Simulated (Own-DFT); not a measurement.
# A layer strained by its substrate: wurtzite GaN, 72 atoms (Ga36N36)

The numbers are computed, not measured, by runs of the plane-wave DFT program Own-DFT (in-house, retired, unreviewed) at fixed positions, with no spin and no spin-orbit coupling.

All runs used: PBE; PseudoDojo norm-conserving scalar-relativistic files; cutoff 42 hartree; 4 x 4 x 3 k mesh centred on Gamma; Fermi-Dirac smearing of 0.1 eV.

Known weak points: forces not confirmed at this smearing and k mesh; stress not checked against mesh or cutoff.

Unstrained cell vectors in Å: (9.567, 0.000, 0.000); (-4.783, 8.285, 0.000); (0.000, 0.000, 10.370). The unstrained cell has measured lattice constants (interpolated for alloys), not those of this functional. That, the random moves and any unrelaxed bonds set the pressure at no strain. Each run strains x and y alike by e, as a substrate would, and holds the height along z. Random moves of width 0.05 Å per axis were added to every atom. Stress is positive in tension.

```
e (%),u (Å),(s_xx + s_yy)/2 (GPa),s_zz (GPa)
-2.50,0.055,-24.48,-10.62
-2.25,0.051,-22.59,-10.44
-1.00,0.045,-12.74,-8.82
-0.75,0.049,-11.70,-8.81
-0.50,0.049,?,?
-0.25,0.057,-9.83,-8.39
0.25,0.051,-6.48,-7.47
0.75,0.049,-3.25,-6.71
2.00,0.050,2.40,-5.86
2.25,0.049,2.83,-3.31
```

## What the rows give

With e as a fraction, the in-plane stress is -7.5 + 566 e - 4368 e² GPa (errors 12 and 814, scatter 0.58), and s_zz is -7.6 + 133 e GPa (slope ± 14, scatter 0.65). At e = 0 the first slope is C11 + C12 and the second 2 C13, both with the ions held to the strained lattice and at the cell's own pressure. The term in e² is negative: the layer stiffens under compression and softens under tension. A free layer would change its height as e changes, and the in-plane slope would drop by 2 C13²/C33 to the biaxial modulus. At fixed height, a misfit of 1 % moves the in-plane stress by about 5.7 GPa and s_zz by 1.3 GPa.

## Withheld run

Question: what are the two stresses at e = -0.50 %?

The fit gives -10.4 and -8.3 GPa. The hidden result is -10.57 and -8.03 GPa.
